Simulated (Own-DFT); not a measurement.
## Calculated data, Ti$_{20}$Si$_{39}$ (C49 TiSi2 crystal with one vacancy, atoms displaced)

Computed with Own-DFT development build. A calculation, not a measurement: plane-wave density functional theory by an unreviewed code, no spin, of a simulated periodic cell, stress positive in tension, run twice, with PBE and with PBEsol, both on files made for PBE, so the change isn't that of files made for PBEsol, forces on such cells moved up to 12 meV/angstrom on a denser k mesh; the far tail of each file's local potential was reset to the Coulomb form; each entry is a single point on an unrelaxed cell, so the pressure reflects the starting lattice, taken from the Materials Project, from which strain is counted, and rises with the displacements; printed positions are rounded, which can move forces by about a meV/angstrom; the program, named Own-DFT, is a retired in-house code; no spin-orbit coupling; stress was not checked against mesh or cutoff.

Common to all runs: functional PBE, then PBEsol; potential files PseudoDojo norm-conserving, scalar-relativistic, standard set; wave cutoff 42 hartree; occupations cold (Marzari-Vanderbilt); smearing width 0.2 eV; k mesh 4 x 4 x 4 centred on Gamma.

(1) Ti$_{20}$Si$_{39}$ (C49 TiSi2 crystal with one vacancy, atoms displaced)

```cif
# cell vector a (Å): 5.2953 -6.7593 3.5652
# cell vector b (Å): 7.0604 0.0000 -7.1303
# cell vector c (Å): 5.2953 6.7593 3.5652
data_Ti20Si39
_symmetry_space_group_name_H-M 'P 1'
_symmetry_Int_Tables_number 1
_cell_length_a 9.2973
_cell_length_b 10.0345
_cell_length_c 9.2973
_cell_angle_alpha 82.631
_cell_angle_beta 93.274
_cell_angle_gamma 82.631
_cell_volume 850.71
loop_
_atom_site_label
_atom_site_type_symbol
_atom_site_fract_x
_atom_site_fract_y
_atom_site_fract_z
_atom_site_occupancy
Ti1 Ti 0.94020 0.91328 0.15303 1
Ti2 Ti 0.85684 0.87272 0.64259 1
Si1 Si 0.60929 0.92401 0.48996 1
Si2 Si 0.19003 0.87447 0.32261 1
Si3 Si 0.89931 0.01864 0.39085 1
Si4 Si 0.89596 0.77461 0.40356 1
Ti3 Ti 0.93724 0.43813 0.15299 1
Ti4 Ti 0.84991 0.37506 0.65051 1
Si5 Si 0.60804 0.42658 0.48655 1
Si6 Si 0.19816 0.37914 0.32048 1
Si7 Si 0.90881 0.52449 0.40438 1
Ti5 Ti 0.74399 0.71921 0.95416 1
Ti6 Ti 0.65412 0.67439 0.44929 1
Si8 Si 0.39870 0.72665 0.28560 1
Si9 Si 0.98866 0.67670 0.10709 1
Si10 Si 0.69723 0.81488 0.18869 1
Si11 Si 0.69539 0.57463 0.20287 1
Ti7 Ti 0.54749 0.01891 0.75795 1
Ti8 Ti 0.45059 0.97295 0.25543 1
Si12 Si 0.21029 0.02097 0.09366 1
Si13 Si 0.79174 0.97733 0.90850 1
Si14 Si 0.50222 0.11798 0.00168 1
Si15 Si 0.49062 0.87000 0.00033 1
Ti9 Ti 0.74327 0.22282 0.95127 1
Ti10 Ti 0.65435 0.17609 0.44600 1
Si16 Si 0.41695 0.22781 0.28771 1
Si17 Si 0.98770 0.17393 0.10830 1
Si18 Si 0.70733 0.32212 0.19145 1
Si19 Si 0.70067 0.06919 0.20026 1
Ti11 Ti 0.53990 0.52890 0.74736 1
Ti12 Ti 0.45946 0.46494 0.24948 1
Si20 Si 0.21457 0.52874 0.08870 1
Si21 Si 0.78966 0.47584 0.91402 1
Si22 Si 0.50283 0.61722 0.00314 1
Si23 Si 0.49830 0.38027 0.99739 1
Ti13 Ti 0.35342 0.83427 0.54640 1
Ti14 Ti 0.25975 0.77308 0.04438 1
Si24 Si 0.00660 0.83128 0.88271 1
Si25 Si 0.59282 0.77507 0.71111 1
Si26 Si 0.29940 0.92407 0.80040 1
Si27 Si 0.30111 0.66959 0.80292 1
Ti15 Ti 0.34493 0.32438 0.54734 1
Ti16 Ti 0.24874 0.26995 0.04973 1
Si28 Si 0.00605 0.32300 0.88910 1
Si29 Si 0.58838 0.27064 0.70735 1
Si30 Si 0.30533 0.43052 0.79616 1
Si31 Si 0.30097 0.17762 0.79869 1
Ti17 Ti 0.15214 0.62566 0.34594 1
Ti18 Ti 0.04907 0.56732 0.85024 1
Si32 Si 0.80507 0.62824 0.69051 1
Si33 Si 0.38161 0.56860 0.50876 1
Si34 Si 0.09914 0.72365 0.59662 1
Si35 Si 0.09072 0.47455 0.61260 1
Ti19 Ti 0.14490 0.12686 0.35634 1
Ti20 Ti 0.04819 0.07779 0.84275 1
Si36 Si 0.82237 0.12164 0.69080 1
Si37 Si 0.38677 0.07183 0.51100 1
Si38 Si 0.09928 0.22034 0.60541 1
Si39 Si 0.10756 0.96655 0.60463 1
```

It finds PBE pressure 2.05 GPa; PBE stress xx -3.38 GPa; PBE stress yy -1.05 GPa; PBE stress zz -1.71 GPa; PBE stress yz 0.15 GPa; PBE stress xz 0.13 GPa; PBE stress xy -0.17 GPa; PBEsol pressure -1.24 GPa; PBEsol stress xx 0.01 GPa; PBEsol stress yy 2.41 GPa; PBEsol stress zz 1.29 GPa; PBEsol stress yz 0.16 GPa; PBEsol stress xz 0.14 GPa; PBEsol stress xy -0.16 GPa; rms change of force components from PBE to PBEsol 0.021 eV/Å.

Force:
| force element | PBE force x (eV/Å) | PBE force y (eV/Å) | PBE force z (eV/Å) | PBEsol force x (eV/Å) | PBEsol force y (eV/Å) | PBEsol force z (eV/Å) |
| --- | --- | --- | --- | --- | --- | --- |
| Ti | 1.199 | -0.813 | -0.679 | 1.189 | -0.813 | -0.68 |
| Ti | 0.088 | 0.69 | -0.107 | 0.084 | 0.697 | -0.099 |
| Si | 0.467 | -0.072 | -0.006 | 0.454 | -0.113 | -0.01 |
| Si | -0.764 | -0.149 | -1.175 | -0.747 | -0.104 | -1.169 |
| Si | 1.095 | 0.316 | -0.314 | 1.122 | 0.312 | -0.319 |
| Si | -0.483 | -0.52 | 0.089 | -0.492 | -0.509 | 0.078 |
| Ti | -0.117 | -1.042 | 1.489 | -0.123 | -1.091 | 1.437 |
| Ti | 0.292 | 0.044 | -0.235 | 0.332 | 0.094 | -0.228 |
| Si | 0.283 | -0.083 | 0.664 | 0.279 | -0.125 | 0.653 |
| Si | -1.934 | -0.13 | -0.86 | -1.903 | -0.092 | -0.851 |
| Si | -0.803 | 0.281 | -0.057 | -0.832 | 0.273 | -0.052 |
| Ti | 0.409 | -0.43 | -0.568 | 0.41 | -0.433 | -0.559 |
| Ti | -0.478 | 0.3 | -0.551 | -0.464 | 0.315 | -0.546 |
| Si | 0.607 | -0.12 | 1.369 | 0.596 | -0.165 | 1.363 |
| Si | -0.038 | -0.421 | 0.241 | -0.044 | -0.369 | 0.242 |
| Si | 0.989 | 0.873 | -0.218 | 1.005 | 0.855 | -0.22 |
| Si | 0.062 | -0.078 | 0.846 | 0.06 | -0.082 | 0.869 |
| Ti | -0.016 | -0.442 | -0.596 | -0.021 | -0.444 | -0.591 |
| Ti | -0.291 | -0.939 | -0.393 | -0.294 | -0.909 | -0.387 |
| Si | -0.156 | 0.423 | -0.236 | -0.15 | 0.373 | -0.229 |
| Si | -0.496 | 0.181 | 0.309 | -0.489 | 0.24 | 0.302 |
| Si | 0.1 | 0.395 | -0.368 | 0.103 | 0.387 | -0.376 |
| Si | 0.638 | -0.519 | 0.117 | 0.622 | -0.512 | 0.118 |
| Ti | -0.035 | -0.375 | -0.151 | -0.034 | -0.389 | -0.144 |
| Ti | -0.442 | -0.041 | 0.503 | -0.477 | 0.016 | 0.493 |
| Si | -0.808 | 0.561 | 0.553 | -0.795 | 0.522 | 0.553 |
| Si | 0.415 | 0.401 | 0.189 | 0.407 | 0.439 | 0.189 |
| Si | 0.317 | 0.758 | 0.426 | 0.332 | 0.749 | 0.433 |
| Si | 0.154 | 0.104 | -0.214 | 0.148 | 0.105 | -0.21 |
| Ti | 0.336 | -0.486 | 0.877 | 0.336 | -0.481 | 0.872 |
| Ti | 0.272 | 0.152 | -1.638 | 0.267 | 0.168 | -1.637 |
| Si | -0.556 | 0.549 | 0.619 | -0.546 | 0.513 | 0.615 |
| Si | -0.829 | -0.257 | -0.178 | -0.814 | -0.218 | -0.177 |
| Si | 0.192 | 0.066 | -0.624 | 0.201 | 0.064 | -0.639 |
| Si | -0.52 | -0.007 | 1.036 | -0.528 | -0.006 | 1.051 |
| Ti | -0.882 | 1.116 | 1.737 | -0.873 | 1.092 | 1.716 |
| Ti | -0.749 | 0.959 | -0.748 | -0.743 | 0.961 | -0.737 |
| Si | -0.044 | 0.215 | 1.297 | -0.043 | 0.166 | 1.295 |
| Si | -0.292 | 0.163 | -0.359 | -0.289 | 0.217 | -0.364 |
| Si | 0.053 | -0.033 | -0.023 | 0.06 | -0.034 | -0.017 |
| Si | 0.255 | -0.102 | -0.722 | 0.271 | -0.099 | -0.721 |
| Ti | 0.903 | 0.56 | 0.97 | 0.899 | 0.539 | 0.96 |
| Ti | 0.575 | -0.603 | -0.427 | 0.566 | -0.592 | -0.424 |
| Si | 0.251 | 0.255 | 0.142 | 0.245 | 0.203 | 0.135 |
| Si | 0.21 | -0.419 | -0.075 | 0.207 | -0.383 | -0.069 |
| Si | -0.87 | 0.684 | 0.472 | -0.876 | 0.672 | 0.472 |
| Si | -0.147 | 0.171 | 0.051 | -0.141 | 0.17 | 0.056 |
| Ti | 0.144 | 1.054 | -0.241 | 0.143 | 1.027 | -0.241 |
| Ti | 0.911 | -0.467 | -0.821 | 0.897 | -0.456 | -0.821 |
| Si | -0.091 | -0.085 | 0.826 | -0.091 | -0.137 | 0.831 |
| Si | 0.878 | -0.594 | -0.538 | 0.863 | -0.55 | -0.534 |
| Si | 0.165 | -0.018 | 0.326 | 0.162 | -0.014 | 0.325 |
| Si | -0.507 | -1.076 | 0.243 | -0.505 | -1.048 | 0.254 |
| Ti | -0.219 | -0.257 | 0.17 | -0.216 | -0.317 | 0.219 |
| Ti | 0.935 | 0.063 | 1.523 | 0.919 | 0.075 | 1.511 |
| Si | -0.926 | 0.078 | -1.42 | -0.911 | 0.036 | -1.41 |
| Si | 0.853 | -0.557 | -0.671 | 0.839 | -0.518 | -0.672 |
| Si | -0.414 | -0.284 | -0.735 | -0.431 | -0.282 | -0.75 |
| Si | -0.14 | 0.01 | -1.14 | -0.146 | 0.007 | -1.161 |

(2) Ti$_{20}$Si$_{39}$ (C49 TiSi2 crystal with one vacancy, atoms displaced)

```cif
# cell vector a (Å): 5.2953 -6.7593 3.5652
# cell vector b (Å): 7.0604 0.0000 -7.1303
# cell vector c (Å): 5.2953 6.7593 3.5652
data_Ti20Si39
_symmetry_space_group_name_H-M 'P 1'
_symmetry_Int_Tables_number 1
_cell_length_a 9.2973
_cell_length_b 10.0345
_cell_length_c 9.2973
_cell_angle_alpha 82.631
_cell_angle_beta 93.274
_cell_angle_gamma 82.631
_cell_volume 850.71
loop_
_atom_site_label
_atom_site_type_symbol
_atom_site_fract_x
_atom_site_fract_y
_atom_site_fract_z
_atom_site_occupancy
Ti1 Ti 0.94842 0.91337 0.15304 1
Ti2 Ti 0.85960 0.88016 0.64662 1
Si1 Si 0.60323 0.92729 0.48540 1
Si2 Si 0.20524 0.87034 0.31153 1
Si3 Si 0.89714 0.02339 0.40783 1
Si4 Si 0.89047 0.77751 0.40609 1
Ti3 Ti 0.94723 0.43023 0.15875 1
Ti4 Ti 0.85164 0.37447 0.64557 1
Si5 Si 0.60246 0.42228 0.49741 1
Si6 Si 0.19497 0.37207 0.30769 1
Si7 Si 0.90204 0.52533 0.40576 1
Si8 Si 0.90496 0.27490 0.39161 1
Ti5 Ti 0.75711 0.72710 0.95429 1
Ti6 Ti 0.65564 0.67586 0.44235 1
Si9 Si 0.40845 0.71955 0.28772 1
Si10 Si 0.99235 0.68263 0.10697 1
Si11 Si 0.69139 0.82437 0.20017 1
Si12 Si 0.69890 0.57590 0.19367 1
Ti7 Ti 0.54169 0.03379 0.75839 1
Ti8 Ti 0.45585 0.97586 0.25697 1
Si13 Si 0.20725 0.02684 0.09675 1
Si14 Si 0.78553 0.98317 0.91159 1
Si15 Si 0.49489 0.11855 0.00825 1
Si16 Si 0.49563 0.88005 0.00454 1
Ti9 Ti 0.74132 0.22519 0.95875 1
Ti10 Ti 0.64142 0.18408 0.45124 1
Si17 Si 0.41107 0.22784 0.28829 1
Si18 Si 0.99261 0.17901 0.10413 1
Si19 Si 0.69916 0.32624 0.20556 1
Si20 Si 0.70637 0.07473 0.20653 1
Ti11 Ti 0.54240 0.53049 0.75112 1
Ti12 Ti 0.45695 0.46981 0.24810 1
Si21 Si 0.20698 0.53363 0.09307 1
Si22 Si 0.79940 0.47343 0.89972 1
Si23 Si 0.49794 0.62418 0.01190 1
Si24 Si 0.50199 0.36878 0.00682 1
Ti13 Ti 0.35004 0.82644 0.55385 1
Ti14 Ti 0.24846 0.77366 0.04314 1
Si25 Si 0.00536 0.83140 0.89530 1
Si26 Si 0.59517 0.76866 0.72728 1
Si27 Si 0.30226 0.92047 0.80548 1
Si28 Si 0.30775 0.67272 0.80557 1
Ti15 Ti 0.34368 0.32309 0.55636 1
Ti16 Ti 0.24278 0.26679 0.05178 1
Si29 Si 0.00510 0.33579 0.88882 1
Si30 Si 0.59409 0.27607 0.70701 1
Si31 Si 0.29426 0.42533 0.80120 1
Si32 Si 0.29716 0.17062 0.79055 1
Ti17 Ti 0.14710 0.62495 0.35113 1
Ti18 Ti 0.05504 0.57226 0.84667 1
Si33 Si 0.80121 0.62497 0.69437 1
Si34 Si 0.38427 0.56973 0.50838 1
Si35 Si 0.10005 0.73262 0.59827 1
Si36 Si 0.09314 0.47590 0.60051 1
Ti19 Ti 0.13642 0.12582 0.34813 1
Ti20 Ti 0.05345 0.08336 0.84960 1
Si37 Si 0.81273 0.12502 0.68409 1
Si38 Si 0.38395 0.07079 0.50003 1
Si39 Si 0.09438 0.22679 0.60901 1
```

It finds PBE pressure 2.51 GPa; PBE stress xx -1.94 GPa; PBE stress yy -2.59 GPa; PBE stress zz -3 GPa; PBE stress yz 0.55 GPa; PBE stress xz 0.14 GPa; PBE stress xy -0.17 GPa; PBEsol pressure -0.77 GPa; PBEsol stress xx 1.45 GPa; PBEsol stress yy 0.89 GPa; PBEsol stress zz -0.03 GPa; PBEsol stress yz 0.57 GPa; PBEsol stress xz 0.13 GPa; PBEsol stress xy -0.17 GPa; rms change of force components from PBE to PBEsol 0.022 eV/Å.

Force:
| force element | PBE force x (eV/Å) | PBE force y (eV/Å) | PBE force z (eV/Å) | PBEsol force x (eV/Å) | PBEsol force y (eV/Å) | PBEsol force z (eV/Å) |
| --- | --- | --- | --- | --- | --- | --- |
| Ti | 1.594 | 0.493 | -1.4 | 1.573 | 0.465 | -1.401 |
| Ti | -1.108 | 1.134 | 0.217 | -1.135 | 1.176 | 0.215 |
| Si | 1.127 | 0.503 | 1.446 | 1.106 | 0.462 | 1.45 |
| Si | -0.265 | 1.156 | -1.133 | -0.258 | 1.208 | -1.132 |
| Si | 0.39 | -0.396 | 0.03 | 0.419 | -0.392 | 0.061 |
| Si | 0.167 | -0.957 | 0.255 | 0.16 | -0.938 | 0.252 |
| Ti | -0.565 | -0.688 | -0.156 | -0.565 | -0.702 | -0.15 |
| Ti | 0.052 | 0.527 | -0.41 | 0.065 | 0.546 | -0.406 |
| Si | 0.513 | -0.593 | -0.918 | 0.504 | -0.654 | -0.918 |
| Si | 0.012 | 0.333 | -0.422 | 0.005 | 0.384 | -0.424 |
| Si | -0.456 | -0.064 | -0.483 | -0.472 | -0.063 | -0.497 |
| Si | 0.288 | 0.989 | 0.229 | 0.295 | 0.964 | 0.236 |
| Ti | -0.528 | 0.867 | -0.201 | -0.521 | 0.845 | -0.195 |
| Ti | -0.266 | 1.017 | 0.264 | -0.263 | 1.018 | 0.258 |
| Si | 0.44 | -0.116 | 0.258 | 0.434 | -0.167 | 0.272 |
| Si | -0.665 | 0.302 | 1.246 | -0.657 | 0.36 | 1.238 |
| Si | 0.49 | -0.432 | 0.274 | 0.497 | -0.423 | 0.282 |
| Si | 0.566 | 0.113 | 0.543 | 0.582 | 0.108 | 0.561 |
| Ti | -0.772 | -0.81 | 0.753 | -0.762 | -0.805 | 0.749 |
| Ti | -1.267 | -0.581 | -0.678 | -1.259 | -0.559 | -0.671 |
| Si | -0.608 | -0.1 | 0.507 | -0.599 | -0.145 | 0.497 |
| Si | -0.157 | -0.294 | 0.398 | -0.154 | -0.249 | 0.393 |
| Si | 0.527 | -0.175 | -0.715 | 0.53 | -0.175 | -0.723 |
| Si | -0.551 | -0.289 | 0.288 | -0.557 | -0.283 | 0.291 |
| Ti | 0.218 | -0.616 | -0.228 | 0.213 | -0.624 | -0.229 |
| Ti | -0.48 | -1.008 | 1.042 | -0.474 | -0.984 | 1.029 |
| Si | -0.513 | 0.172 | 0.284 | -0.501 | 0.12 | 0.29 |
| Si | -0.486 | 0.464 | 0.067 | -0.476 | 0.499 | 0.066 |
| Si | -0.046 | -0.182 | 0.045 | -0.051 | -0.175 | 0.037 |
| Si | -0.219 | 0.177 | -0.058 | -0.232 | 0.172 | -0.073 |
| Ti | -0.187 | -0.01 | 1.158 | -0.185 | -0.036 | 1.153 |
| Ti | 0.16 | 0.553 | -0.574 | 0.162 | 0.562 | -0.569 |
| Si | -0.78 | -0.074 | 1.138 | -0.768 | -0.118 | 1.131 |
| Si | 0.152 | 1.76 | -0.429 | 0.149 | 1.824 | -0.432 |
| Si | -0.462 | -0.644 | -0.297 | -0.471 | -0.627 | -0.301 |
| Si | -0.365 | -0.015 | -0.61 | -0.359 | -0.019 | -0.607 |
| Ti | -0.231 | 0.039 | 1.224 | -0.234 | -0.024 | 1.243 |
| Ti | 1.204 | 0.043 | 0.261 | 1.192 | 0.06 | 0.27 |
| Si | -0.338 | -0.932 | -0.406 | -0.334 | -0.969 | -0.401 |
| Si | -0.171 | -0.239 | -2.292 | -0.167 | -0.192 | -2.299 |
| Si | -0.494 | -0.002 | -0.848 | -0.511 | 0 | -0.867 |
| Si | -0.595 | 0.202 | -0.724 | -0.598 | 0.196 | -0.726 |
| Ti | -0.004 | -0.307 | -0.106 | 0.006 | -0.33 | -0.103 |
| Ti | 1.232 | -1.151 | -0.995 | 1.217 | -1.111 | -0.988 |
| Si | -0.471 | -0.717 | 1.726 | -0.464 | -0.781 | 1.741 |
| Si | 0.212 | 0.647 | 0.269 | 0.206 | 0.702 | 0.281 |
| Si | 0.13 | -0.077 | 0.485 | 0.124 | -0.075 | 0.481 |
| Si | 0.549 | 0.618 | 0.175 | 0.559 | 0.605 | 0.183 |
| Ti | -0.163 | 0.284 | -0.018 | -0.166 | 0.253 | -0.018 |
| Ti | 0.657 | 0.417 | -0.827 | 0.644 | 0.444 | -0.817 |
| Si | 0.37 | -1.147 | -0.309 | 0.364 | -1.211 | -0.312 |
| Si | 0.705 | 0.048 | -0.395 | 0.695 | 0.1 | -0.399 |
| Si | 0.296 | -0.001 | 0.076 | 0.315 | -0.001 | 0.062 |
| Si | 0.478 | -0.453 | 0.088 | 0.488 | -0.447 | 0.09 |
| Ti | 0.612 | -0.439 | 0.518 | 0.609 | -0.505 | 0.478 |
| Ti | -0.077 | 0.566 | 0.378 | -0.039 | 0.617 | 0.371 |
| Si | 0.299 | -0.105 | 0.156 | 0.297 | -0.146 | 0.152 |
| Si | 0.708 | 0.878 | -0.215 | 0.695 | 0.918 | -0.218 |
| Si | -0.855 | -0.689 | 0.053 | -0.876 | -0.675 | 0.064 |

(3) Ti$_{20}$Si$_{39}$ (C49 TiSi2 crystal with one vacancy, atoms displaced)

```cif
# cell vector a (Å): 5.2953 -6.7593 3.5652
# cell vector b (Å): 7.0604 0.0000 -7.1303
# cell vector c (Å): 5.2953 6.7593 3.5652
data_Ti20Si39
_symmetry_space_group_name_H-M 'P 1'
_symmetry_Int_Tables_number 1
_cell_length_a 9.2973
_cell_length_b 10.0345
_cell_length_c 9.2973
_cell_angle_alpha 82.631
_cell_angle_beta 93.274
_cell_angle_gamma 82.631
_cell_volume 850.71
loop_
_atom_site_label
_atom_site_type_symbol
_atom_site_fract_x
_atom_site_fract_y
_atom_site_fract_z
_atom_site_occupancy
Ti1 Ti 0.95332 0.92631 0.15575 1
Ti2 Ti 0.84894 0.87945 0.64546 1
Si1 Si 0.60878 0.92177 0.48318 1
Si2 Si 0.19794 0.88118 0.30924 1
Si3 Si 0.89699 0.02808 0.40397 1
Si4 Si 0.89815 0.77030 0.39994 1
Ti3 Ti 0.94817 0.42650 0.15617 1
Ti4 Ti 0.85264 0.37725 0.64213 1
Si5 Si 0.60840 0.42714 0.49533 1
Si6 Si 0.19072 0.37824 0.30812 1
Si7 Si 0.90666 0.51453 0.40091 1
Si8 Si 0.90749 0.27199 0.40175 1
Ti5 Ti 0.75325 0.72339 0.94669 1
Ti6 Ti 0.65240 0.66909 0.44524 1
Si9 Si 0.41321 0.72355 0.30021 1
Si10 Si 0.99728 0.68112 0.10861 1
Si11 Si 0.71128 0.83239 0.20176 1
Si12 Si 0.70221 0.58328 0.20434 1
Ti7 Ti 0.54526 0.02461 0.75289 1
Ti8 Ti 0.45847 0.97519 0.24438 1
Si13 Si 0.21203 0.03211 0.08886 1
Si14 Si 0.79184 0.96843 0.90851 1
Si15 Si 0.50642 0.11490 0.99547 1
Si16 Si 0.49963 0.86888 0.00382 1
Ti9 Ti 0.74696 0.22642 0.96321 1
Ti10 Ti 0.65039 0.17896 0.44793 1
Si17 Si 0.41625 0.22823 0.28832 1
Si18 Si 0.99384 0.17102 0.10925 1
Si19 Si 0.69648 0.32915 0.19878 1
Si20 Si 0.70687 0.07234 0.19956 1
Ti11 Ti 0.54822 0.52745 0.74740 1
Ti12 Ti 0.46217 0.47625 0.25516 1
Si21 Si 0.20954 0.52883 0.09808 1
Si22 Si 0.79455 0.47028 0.90836 1
Si23 Si 0.48675 0.62636 0.99363 1
Si24 Si 0.50212 0.37357 0.99699 1
Ti13 Ti 0.34461 0.82665 0.55453 1
Ti14 Ti 0.24928 0.77681 0.04278 1
Si25 Si 0.00493 0.82721 0.90283 1
Si26 Si 0.58787 0.77763 0.70515 1
Si27 Si 0.30238 0.92201 0.80113 1
Ti15 Ti 0.35304 0.33030 0.55222 1
Ti16 Ti 0.26049 0.27030 0.04806 1
Si28 Si 0.01335 0.32737 0.89491 1
Si29 Si 0.58744 0.27647 0.70646 1
Si30 Si 0.29807 0.43274 0.79729 1
Si31 Si 0.30499 0.17409 0.79804 1
Ti17 Ti 0.14544 0.61897 0.35281 1
Ti18 Ti 0.04333 0.58552 0.85057 1
Si32 Si 0.81076 0.62638 0.69044 1
Si33 Si 0.37971 0.58296 0.50114 1
Si34 Si 0.10297 0.72513 0.60297 1
Si35 Si 0.09904 0.47621 0.59508 1
Ti19 Ti 0.14976 0.12311 0.36418 1
Ti20 Ti 0.05510 0.07261 0.84736 1
Si36 Si 0.80603 0.12580 0.68291 1
Si37 Si 0.39125 0.07347 0.50571 1
Si38 Si 0.10092 0.21671 0.59705 1
Si39 Si 0.11017 0.97992 0.59841 1
```

Results for Ti$_{20}$Si$_{39}$ (C49 TiSi2 crystal with one vacancy, atoms displaced): PBE pressure 2.07 GPa; PBE stress xx -2.04 GPa; PBE stress yy -2.03 GPa; PBE stress zz -2.13 GPa; PBE stress yz -0.23 GPa; PBE stress xz 0.07 GPa; PBE stress xy 0.03 GPa; PBEsol pressure -1.22 GPa; PBEsol stress xx 1.37 GPa; PBEsol stress yy 1.44 GPa; PBEsol stress zz 0.85 GPa; PBEsol stress yz -0.24 GPa; PBEsol stress xz 0.07 GPa; PBEsol stress xy 0.03 GPa; rms change of force components from PBE to PBEsol 0.022 eV/Å.

Force:
| force element | PBE force x (eV/Å) | PBE force y (eV/Å) | PBE force z (eV/Å) | PBEsol force x (eV/Å) | PBEsol force y (eV/Å) | PBEsol force z (eV/Å) |
| --- | --- | --- | --- | --- | --- | --- |
| Ti | -0.104 | 0.109 | -0.133 | -0.116 | 0.093 | -0.143 |
| Ti | 0.017 | -0.218 | 0.415 | 0.019 | -0.19 | 0.414 |
| Si | 0.496 | 0.24 | 0.127 | 0.488 | 0.192 | 0.125 |
| Si | -0.65 | -0.028 | 0.371 | -0.64 | 0.022 | 0.367 |
| Si | -0.149 | -0.182 | 0.482 | -0.148 | -0.178 | 0.496 |
| Si | 0.817 | -0.108 | 0.413 | 0.817 | -0.106 | 0.419 |
| Ti | -0.352 | -0.53 | -0.006 | -0.342 | -0.543 | -0.003 |
| Ti | 0.313 | 0.346 | 0.858 | 0.306 | 0.354 | 0.844 |
| Si | -0.063 | 0.062 | -0.158 | -0.06 | 0.02 | -0.172 |
| Si | -0.201 | -0.125 | 1.057 | -0.197 | -0.068 | 1.061 |
| Si | 0.053 | 0.367 | -0.905 | 0.05 | 0.364 | -0.911 |
| Si | -0.514 | 0.302 | -0.585 | -0.519 | 0.295 | -0.591 |
| Ti | 0.058 | 1.024 | 0.075 | 0.068 | 0.981 | 0.073 |
| Ti | 1.085 | -0.166 | -0.235 | 1.073 | -0.153 | -0.24 |
| Si | -0.516 | -0.716 | -1.518 | -0.502 | -0.779 | -1.513 |
| Si | -0.552 | 0.873 | 0.707 | -0.546 | 0.92 | 0.71 |
| Si | -1.147 | 0.282 | 0.162 | -1.153 | 0.279 | 0.154 |
| Si | -0.885 | -0.514 | -0.112 | -0.887 | -0.501 | -0.11 |
| Ti | 0.131 | -0.584 | 0.104 | 0.131 | -0.593 | 0.103 |
| Ti | -0.229 | 0.28 | -0.199 | -0.225 | 0.294 | -0.199 |
| Si | -0.403 | -0.186 | 0.978 | -0.401 | -0.245 | 0.979 |
| Si | 0.551 | 0.211 | -1.251 | 0.541 | 0.258 | -1.259 |
| Si | 0.597 | 0.481 | -0.445 | 0.605 | 0.476 | -0.446 |
| Si | -0.117 | -0.492 | 0.028 | -0.113 | -0.48 | 0.029 |
| Ti | -0.935 | -1.251 | -0.052 | -0.922 | -1.249 | -0.048 |
| Ti | -0.288 | -0.441 | 0.344 | -0.282 | -0.417 | 0.346 |
| Si | -0.238 | 0.333 | -0.018 | -0.231 | 0.287 | -0.017 |
| Si | 0.642 | 0.223 | -0.468 | 0.63 | 0.28 | -0.468 |
| Si | 0.382 | -0.034 | 0.331 | 0.387 | -0.034 | 0.335 |
| Si | 0.436 | 0.36 | -0.608 | 0.439 | 0.351 | -0.628 |
| Ti | 0.03 | 0.227 | 0.479 | 0.024 | 0.163 | 0.508 |
| Ti | -1.028 | 0.014 | -0.659 | -1.019 | 0.04 | -0.649 |
| Si | -0.473 | -1.036 | -0.001 | -0.465 | -1.078 | -0.001 |
| Si | 0.146 | 0.185 | -0.717 | 0.15 | 0.232 | -0.724 |
| Si | -0.02 | -0.357 | 0.279 | -0.037 | -0.354 | 0.264 |
| Si | 0.021 | 0.158 | -0.266 | 0.011 | 0.151 | -0.257 |
| Ti | 0.033 | -0.621 | -0.173 | 0.035 | -0.681 | -0.21 |
| Ti | 1.479 | 0.413 | 0.424 | 1.494 | 0.474 | 0.417 |
| Si | -0.404 | -1.653 | -0.626 | -0.4 | -1.71 | -0.623 |
| Si | -0.273 | 0.301 | 0.447 | -0.27 | 0.345 | 0.445 |
| Si | -0.287 | 0.11 | 0.239 | -0.303 | 0.109 | 0.26 |
| Ti | -1.146 | 0.465 | -0.08 | -1.134 | 0.438 | -0.081 |
| Ti | 0.332 | 0.342 | -0.8 | 0.322 | 0.362 | -0.79 |
| Si | -0.274 | -0.282 | -0.007 | -0.267 | -0.332 | -0.002 |
| Si | 0.57 | 0.178 | 0.703 | 0.56 | 0.225 | 0.697 |
| Si | 0.234 | 0.182 | -0.093 | 0.252 | 0.174 | -0.106 |
| Si | 0.086 | 0.178 | -0.28 | 0.089 | 0.174 | -0.28 |
| Ti | 0.632 | -0.136 | -1.063 | 0.62 | -0.152 | -1.047 |
| Ti | -0.651 | -0.797 | 1.226 | -0.673 | -0.72 | 1.214 |
| Si | -0.28 | 0.175 | -0.295 | -0.277 | 0.138 | -0.291 |
| Si | 0.989 | 0.855 | 1.877 | 0.974 | 0.9 | 1.891 |
| Si | 0.191 | 0.245 | 0.101 | 0.215 | 0.243 | 0.114 |
| Si | 0.598 | 0.305 | 0.475 | 0.591 | 0.299 | 0.476 |
| Ti | -0.689 | -1.334 | -1.075 | -0.684 | -1.325 | -1.068 |
| Ti | 0.112 | 0.256 | -0.752 | 0.118 | 0.273 | -0.739 |
| Si | 0.749 | 0.365 | 0.5 | 0.734 | 0.318 | 0.501 |
| Si | 0.63 | -0.142 | 0.02 | 0.621 | -0.092 | 0.02 |
| Si | 1.371 | 0.495 | -0.47 | 1.376 | 0.489 | -0.477 |
| Si | -0.913 | 0.993 | 0.829 | -0.925 | 0.97 | 0.834 |
